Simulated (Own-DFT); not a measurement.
SiC (4H silicon carbide, atoms displaced) (calculated)

Computed with Own-DFT development build. A calculation, not a measurement: plane-wave PBE density functional theory by an unreviewed code, no spin, of a simulated periodic cell, stress positive in tension, free energy of the whole cell less one offset for each atom, forces on such cells passed a denser k mesh, this cell's mesh not checked; offsets are fitted by least squares, one for each functional and potential file, so energies compare only between cells with the same atoms and settings and are not formation energies; the far tail of each file's local potential was reset to the Coulomb form; each entry is a single point on an unrelaxed cell, so the pressure reflects the starting lattice, mostly measured values (interpolated for alloys), from which strain is counted, and rises with the displacements; printed positions are rounded, which can move forces by about a meV/angstrom; the program, named Own-DFT, is a retired in-house code; no spin-orbit coupling.

Common to all runs: functional PBE; potential files PseudoDojo norm-conserving, scalar-relativistic, standard set; wave cutoff 42 hartree; occupations Fermi-Dirac; smearing width 0.1 eV; hardware one NVIDIA H100; k mesh 5 x 5 x 3 centred on Gamma.

(1) 
```xyz
32
Lattice="6.1654 0.0000 0.0000 -3.0827 5.3394 0.0000 0.0000 0.0000 10.0681" Properties=species:S:1:pos:R:3:force_x:R:1:force_y:R:1:force_z:R:1 formula=SiC free_energy_of_cell_above_offsets=-4.601 pressure=3.73 stress_xx=-4.29 stress_yy=-2.45 stress_zz=-4.44 stress_yz=0.57 stress_xz=-0.23 stress_xy=0.74 wall_time=115.4
Si     3.0313     5.2861     4.0529      1.157       1.55      1.177
Si     0.0058     1.7640     1.5286      0.081      0.568      0.921
C      3.0708     5.3375     0.9068      0.989      0.109      0.785
C     -0.0569     1.7839     3.4392      1.089     -0.663     -0.025
Si     4.6099     2.6740     4.0768     -0.266      0.051       -0.2
Si    -1.5878     4.4314     1.6009      1.635     -0.347     -0.862
C     -1.4946     2.6228     0.9363      -1.76      0.889     -0.328
C     -1.5339     4.4691     3.4893     -1.024     -0.618     -0.764
Si    -0.0195     5.2839     4.1100      0.292      1.415     -0.305
Si     3.0191     1.7646     1.5458      1.865     -0.109      0.063
C      0.0190     5.3307     0.9340     -0.793     -0.032      0.316
C      3.0514     1.7953     3.4328      0.809     -1.061      0.376
Si     1.5705     2.6569     4.0288     -1.706      -0.04       1.59
Si     1.6030     4.5135     1.5823     -2.032     -1.148     -0.199
C      1.5546     2.6948     0.9395     -0.457      0.252      0.197
C      1.5230     4.4457     3.4672     -0.068     -0.296     -0.507
Si     3.0561     5.3250     9.1407      0.552     -0.026     -1.327
Si     3.1194     3.5865     6.6673     -1.235     -0.617     -1.542
C      0.0414     0.0026     5.9848     -0.894     -0.148     -0.729
C      3.1279     3.5207     8.5108     -1.601      0.966      0.399
Si     4.6143     2.6708     9.0859      0.578     -0.943      1.351
Si     4.6375     0.8787     6.5412      0.063      0.699      0.931
C      4.5942     2.7198     5.9347       0.67     -0.822      1.035
C      4.6191     0.8773     8.4897     -0.048      0.015     -0.533
Si     3.0606     0.0329     9.1145      0.135     -0.625      0.278
Si    -0.0315     3.6400     6.6865      0.466     -2.639     -1.545
C      0.0027     5.2935     5.9860     -0.016      1.853      -0.49
C     -0.0384     3.5519     8.5192      0.856      0.714      0.317
Si     1.5260     2.6846     9.1525      0.196     -0.582     -1.076
Si     1.5409     0.9168     6.5617      0.161      0.187       0.83
C      1.5105     2.6863     5.9923      0.557      0.694     -0.313
C      1.5228     0.8667     8.4882      -0.25      0.756      0.178
```

Units: free_energy_of_cell_above_offsets in eV; pressure, stress_xx, stress_yy, stress_zz, stress_yz, stress_xz, stress_xy in GPa; wall_time in s; force_x, force_y, force_z in eV/Å.

(2) 
```xyz
32
Lattice="6.1654 0.0000 0.0000 -3.0827 5.3394 0.0000 0.0000 0.0000 10.0681" Properties=species:S:1:pos:R:3:force_x:R:1:force_y:R:1:force_z:R:1 formula=SiC free_energy_of_cell_above_offsets=-4.682 pressure=3.77 stress_xx=-3.94 stress_yy=-2.55 stress_zz=-4.81 stress_yz=-0.52 stress_xz=0.53 stress_xy=0.32 wall_time=122.5
Si     3.0209     5.3264     4.1161      1.542      0.515     -0.662
Si     0.0201     1.7275     1.5545       -0.5      1.326      0.006
C      0.0160     0.0313     0.9021      0.134     -1.771      0.672
C     -0.0293     1.7742     3.4464     -0.023     -0.192      0.198
Si     4.6022     2.6666     4.0810      0.061      0.676      0.412
Si    -1.5259     4.4347     1.6058     -0.028      0.484     -0.778
C      4.6197     2.6628     0.9099      0.739       0.45       0.46
C     -1.5160     4.4829     3.4643     -1.225     -0.699      0.584
Si    -0.0114     5.3244     4.1442     -0.258      0.973     -1.486
Si     3.1339     1.7920     1.5619     -1.152     -0.364      0.716
C      0.0242     5.3384     0.9777     -0.355      -0.01     -0.474
C      3.0445     1.8075     3.5184      0.546     -0.509     -0.949
Si     1.5058     2.6845     4.0515     -0.154     -0.095      0.748
Si     1.5562     4.4289     1.6103     -0.005      0.652      -1.02
C      1.5363     2.6663     0.9483      0.711     -0.212     -0.184
C      1.5148     4.4941     3.4872      0.031     -1.025     -0.388
Si     3.1048     5.2972     9.0991     -0.783      1.943      0.641
Si     3.0792     3.5541     6.6290     -0.646      0.171     -0.929
C      3.0330     5.3367     5.9674      1.149      -0.21      0.477
C      3.1031     3.6078     8.4953     -0.276     -1.557     -0.289
Si    -1.5177     2.7299     9.0935     -0.713     -1.982      0.712
Si     4.6539     0.8986     6.5955     -1.291      0.644      0.587
C     -1.5683     2.7257     5.9902      0.945     -0.849       -0.1
C      4.6252     0.8818     8.5282      -0.06      0.376     -0.725
Si     3.0431     0.0525     9.1343      1.561     -1.594      0.342
Si     0.0616     3.5727     6.6369     -2.128      0.018      -0.12
C      0.0280     5.3090     5.9391     -0.481      0.919       2.01
C      0.0002     3.4840     8.5233      1.132      2.271     -0.573
Si     1.5773     2.6719     9.1008     -0.498     -0.222      0.796
Si     1.5185     0.8981     6.6143      0.424     -0.659     -1.259
C      1.4648     2.6626     5.9711      1.935      -0.27     -0.132
C      1.5499     0.8611     8.4574     -0.336      0.803      0.707
```

Units: free_energy_of_cell_above_offsets in eV; pressure, stress_xx, stress_yy, stress_zz, stress_yz, stress_xz, stress_xy in GPa; wall_time in s; force_x, force_y, force_z in eV/Å.

(3) 
```xyz
32
Lattice="6.1654 0.0000 0.0000 -3.0827 5.3394 0.0000 0.0000 0.0000 10.0681" Properties=species:S:1:pos:R:3:force_x:R:1:force_y:R:1:force_z:R:1 formula=SiC free_energy_of_cell_above_offsets=-4.705 pressure=3.76 stress_xx=-3.38 stress_yy=-2.34 stress_zz=-5.56 stress_yz=-0.25 stress_xz=-0.37 stress_xy=-0.69 wall_time=122.9
Si     0.0050     0.0342     4.1336      0.163      -0.93     -3.172
Si     0.0251     1.7901     1.5577     -1.425     -0.367      0.594
C      6.1290     0.0625     0.9653      0.804     -2.163     -1.035
C     -0.0277     1.8160     3.4417      0.238     -0.933      0.493
Si     4.6207     2.6396     4.1262      -0.11      1.632     -0.764
Si    -1.5303     4.4534     1.5636     -0.322        0.2     -0.113
C      4.6420     2.6319     0.9551     -0.731      1.253     -0.497
C     -1.5057     4.4878     3.4218     -0.802     -0.622      1.417
Si     3.1001     0.0054     4.1022      -0.15     -0.464     -0.952
Si     3.0730     1.7682     1.6086      0.515      0.356     -0.573
C      3.1099     0.0384     0.9582     -0.511     -1.171     -0.493
C      3.0984     1.7768     3.4722     -0.573      0.083      0.386
Si     1.5044     2.6320     4.0553      0.872      1.265      0.834
Si     1.5378     4.4063     1.5534      0.142      1.072      0.728
C      1.5012     2.6229     0.9527      1.558      1.004     -0.882
C      1.5357     4.4488     3.4622      0.521     -0.284      0.072
Si     3.0835     5.2959     9.0943     -0.336      1.521      0.951
Si     3.0313     3.5436     6.6449      1.635      0.179     -1.631
C      3.0893     5.3209     5.8986     -0.018     -0.008      2.854
C      3.0919     3.5540     8.4751     -0.741     -0.098       0.88
Si    -1.5528     2.7248     9.1194      0.633     -1.794      0.157
Si     4.6151     0.8474     6.5619      0.609      0.721      0.948
C      4.6339     2.6350     5.9935     -0.398       0.65      0.141
C      4.6261     0.8838     8.4792      0.186      0.187     -0.136
Si     0.0281     5.3355     9.1425      -0.23      0.342     -0.413
Si     0.0213     3.5682     6.6010     -1.049     -0.062     -0.169
C      0.0494     5.3225     5.9443     -1.703      0.247      0.647
C      0.0029     3.5542     8.4708     -0.125      0.539      0.693
Si     1.5160     2.6682     9.0968      0.305     -0.648        0.5
Si     1.4997     0.9098     6.6123      1.061      -0.71      -0.36
C      1.5298     2.6961     6.0248     -0.067     -1.011     -1.282
C      1.5412     0.8687     8.4900      0.048      0.014      0.175
```

Units: free_energy_of_cell_above_offsets in eV; pressure, stress_xx, stress_yy, stress_zz, stress_yz, stress_xz, stress_xy in GPa; wall_time in s; force_x, force_y, force_z in eV/Å.

(4) 
```xyz
32
Lattice="6.1654 0.0000 0.0000 -3.0827 5.3394 0.0000 0.0000 0.0000 10.0681" Properties=species:S:1:pos:R:3:force_x:R:1:force_y:R:1:force_z:R:1 formula=SiC free_energy_of_cell_above_offsets=-4.565 pressure=3.74 stress_xx=-3.68 stress_yy=-2.31 stress_zz=-5.22 stress_yz=0.08 stress_xz=0.62 stress_xy=0.44 wall_time=117.9
Si    -0.0008     0.0028     4.1334      0.468     -0.172     -0.715
Si     0.0309     1.7374     1.5502     -0.465      0.862     -0.202
C     -3.0597     5.3240     0.9639     -0.953      0.292     -1.005
C     -0.0582     1.7444     3.3650      0.856      0.309      2.682
Si     4.6345     2.6240     4.1647     -0.408       1.33     -3.274
Si    -1.5565     4.4581     1.5030      0.589     -0.754      2.143
C     -1.5012     2.6735     0.9638     -0.449     -0.511     -0.484
C     -1.5569     4.4574     3.4553      0.367      -0.48      0.048
Si     3.0924     0.0273     4.0383     -0.558      -1.28      1.263
Si     3.1167     1.7820     1.5866     -0.656     -0.011     -0.256
C     -0.0353     5.3132     0.9094      1.309      0.748      1.034
C      3.0204     1.7913     3.5015      2.136     -0.408         -1
Si     1.5540     2.6419     4.0573     -2.015      0.696       0.59
Si     1.5598     4.4708     1.5954     -0.583     -0.834     -0.222
C      1.5286     2.6544     0.9370      0.918      0.418      0.626
C      1.5732     4.4413     3.4951     -0.614      0.153     -0.526
Si    -0.0109     0.0431     9.1484      0.533     -0.221      -0.96
Si     3.0504     3.5373     6.6288       0.01       0.36      0.104
C     -0.0060     0.0143     6.0381     -0.013     -0.622     -1.063
C      3.0888     3.5628     8.5627      0.318      0.607     -1.005
Si    -1.5394     2.6859     9.1492      0.232     -0.879     -0.485
Si     4.6390     0.9200     6.5754     -0.705     -0.355      0.891
C     -1.5374     2.7105     5.9352     -0.598     -0.759      1.936
C      4.6082     0.8763     8.4685       0.21      0.604      0.832
Si    -0.0075     5.3302     9.1392      0.383     -0.451     -1.523
Si    -0.0254     3.5313     6.6157      0.681      0.948     -0.515
C      0.0227     5.3350     5.9988     -0.215      0.002      -1.11
C     -0.0200     3.5164     8.4476      0.754      0.459      1.675
Si     1.6096     2.6572     9.1500     -1.642     -0.009      -0.71
Si     1.5407     0.8781     6.5574      0.675      0.026      1.279
C      1.4990     2.6448     5.9670      0.518      0.271     -0.342
C      1.5985     0.9072     8.4796     -1.085     -0.338      0.294
```

Units: free_energy_of_cell_above_offsets in eV; pressure, stress_xx, stress_yy, stress_zz, stress_yz, stress_xz, stress_xy in GPa; wall_time in s; force_x, force_y, force_z in eV/Å.

(5) 
```xyz
32
Lattice="6.1654 0.0000 0.0000 -3.0827 5.3394 0.0000 0.0000 0.0000 10.0681" Properties=species:S:1:pos:R:3:force_x:R:1:force_y:R:1:force_z:R:1 formula=SiC free_energy_of_cell_above_offsets=-4.830 pressure=3.71 stress_xx=-3 stress_yy=-4.63 stress_zz=-3.52 stress_yz=0.35 stress_xz=0.3 stress_xy=-0.91 wall_time=114.7
Si     0.0292     0.0340     4.0624     -0.425     -0.825      0.202
Si    -0.0030     1.7876     1.5391     -0.072     -0.662      0.462
C      3.0809     5.3198     0.8970       0.15      0.208      1.576
C      0.0057     1.7715     3.4623     -0.543      0.914     -0.217
Si     4.5666     2.6886     4.0816      1.342     -0.031      0.482
Si    -1.5147     4.3933     1.5644     -0.682      1.754     -0.027
C      4.5756     2.6704     0.9664      1.482     -0.445     -1.083
C     -1.5078     4.4956     3.4385     -0.474     -0.977      0.568
Si     0.0584     5.3029     4.0785     -0.981      0.951      0.259
Si     3.0948     1.7944     1.5640     -1.344     -0.383      0.363
C      3.0839     0.0134     0.9702     -0.607     -0.171     -1.233
C      3.0862     1.7721     3.4694     -0.542       0.16     -0.013
Si     1.5182     2.7050     4.0979      0.451     -0.982     -0.544
Si     1.5067     4.4723     1.5201      0.968     -0.725      0.496
C      1.5143     2.6635     0.8921      0.244      0.366      0.722
C      1.5446     4.4422     3.4342      0.872      0.243     -0.071
Si     3.0679     5.3052     9.1522     -0.157      0.439      -1.03
Si     3.0614     3.6331     6.5983      0.049     -3.301      1.172
C      3.0556     5.2904     6.0079      0.453      2.104     -1.707
C      3.0555     3.5552     8.5347      0.703     -0.234     -0.929
Si    -1.5184     2.6340     9.1074     -0.864      0.523     -0.034
Si     4.6330     0.8847     6.5830     -0.916     -0.378      1.009
C     -1.5176     2.6529     6.0442     -1.324      0.502     -1.558
C      4.5730     0.8463     8.5162      1.266      0.625     -0.597
Si    -0.0232     5.3300     9.0846     -0.458      0.311      1.029
Si    -0.0180     3.5476     6.5990      0.578     -0.082     -0.205
C     -0.0173     5.2956     5.9857      0.419      0.749     -0.667
C     -0.0033     3.5933     8.4440     -0.293     -1.044      1.156
Si     1.5192     2.6865     9.0957      0.031     -0.564     -0.125
Si     1.5230     0.8491     6.5887      0.242      0.758      0.444
C      1.5141     2.6642     5.9547      0.493     -0.058      0.606
C      1.5094     0.8758     8.5068      -0.06      0.253     -0.504
```

Units: free_energy_of_cell_above_offsets in eV; pressure, stress_xx, stress_yy, stress_zz, stress_yz, stress_xz, stress_xy in GPa; wall_time in s; force_x, force_y, force_z in eV/Å.

(6) 
```xyz
32
Lattice="6.1654 0.0000 0.0000 -3.0827 5.3394 0.0000 0.0000 0.0000 10.0681" Properties=species:S:1:pos:R:3:force_x:R:1:force_y:R:1:force_z:R:1 formula=SiC free_energy_of_cell_above_offsets=-4.603 pressure=3.86 stress_xx=-4.03 stress_yy=-2.34 stress_zz=-5.22 stress_yz=-0.06 stress_xz=0.59 stress_xy=-0.17 wall_time=117.4
Si    -3.0454     5.3181     4.0776     -1.154       0.81      1.046
Si    -0.0329     1.7613     1.5943      0.432      0.503     -0.011
C      0.0029     0.0310     0.9409     -0.168     -0.996      0.805
C     -0.0354     1.7694     3.4944      0.572     -0.076      -0.71
Si     4.5929     2.6469     4.0721      0.464      0.361      0.071
Si    -1.5452     4.4657     1.6644     -0.382     -0.479     -2.972
C      4.5568     2.5986     0.9433      2.529       2.28      0.464
C     -1.5959     4.4306     3.4451      1.994       0.05      1.427
Si     0.0391     5.3225     4.0983     -0.618      0.263     -0.049
Si     3.1401     1.7721     1.5575     -2.949     -0.726      0.813
C     -0.0108     5.3224     0.9180     -0.055      -0.13       1.36
C      3.0713     1.8108     3.4919      0.171     -1.648     -1.142
Si     1.5430     2.6229     4.0851     -0.697      0.976      0.789
Si     1.5278     4.4370     1.5475      0.472      0.264      0.891
C      1.5184     2.6750     0.9584       0.26      -0.51     -0.138
C      1.5830     4.4509     3.5220     -0.836     -0.617     -1.319
Si     6.1207     0.0276     9.1604      1.291     -1.465     -1.072
Si     3.0646     3.5799     6.5505       0.05     -0.631      1.157
C      6.1590     0.0034     5.9845      0.205      0.226     -0.576
C      3.1131     3.5268     8.4667     -0.342      0.634      0.831
Si    -1.4827     2.6788     9.1775     -1.394      0.017     -1.625
Si     4.5891     0.8733     6.5922      1.111      0.788      0.485
C      4.5930     2.6792     5.8989     -0.062     -0.392      1.225
C      4.6662     0.9144     8.5123     -1.486     -0.199      -0.25
Si    -0.0100     5.3344     9.1482      0.137       0.03     -1.356
Si    -0.0565     3.5396     6.5847      0.832      -0.29     -0.227
C      0.0165     5.3262     5.9895     -0.748     -0.337     -0.422
C     -0.0154     3.5485     8.4383      0.599       0.38      1.535
Si     1.5448     2.6603     9.1205      0.248      0.043     -0.551
Si     1.5595     0.8621     6.6187     -0.608      0.327      0.444
C      1.5310     2.6410     6.0064     -0.287      0.162     -0.788
C      1.5175     0.8582     8.5257      0.418      0.381     -0.136
```

Units: free_energy_of_cell_above_offsets in eV; pressure, stress_xx, stress_yy, stress_zz, stress_yz, stress_xz, stress_xy in GPa; wall_time in s; force_x, force_y, force_z in eV/Å.
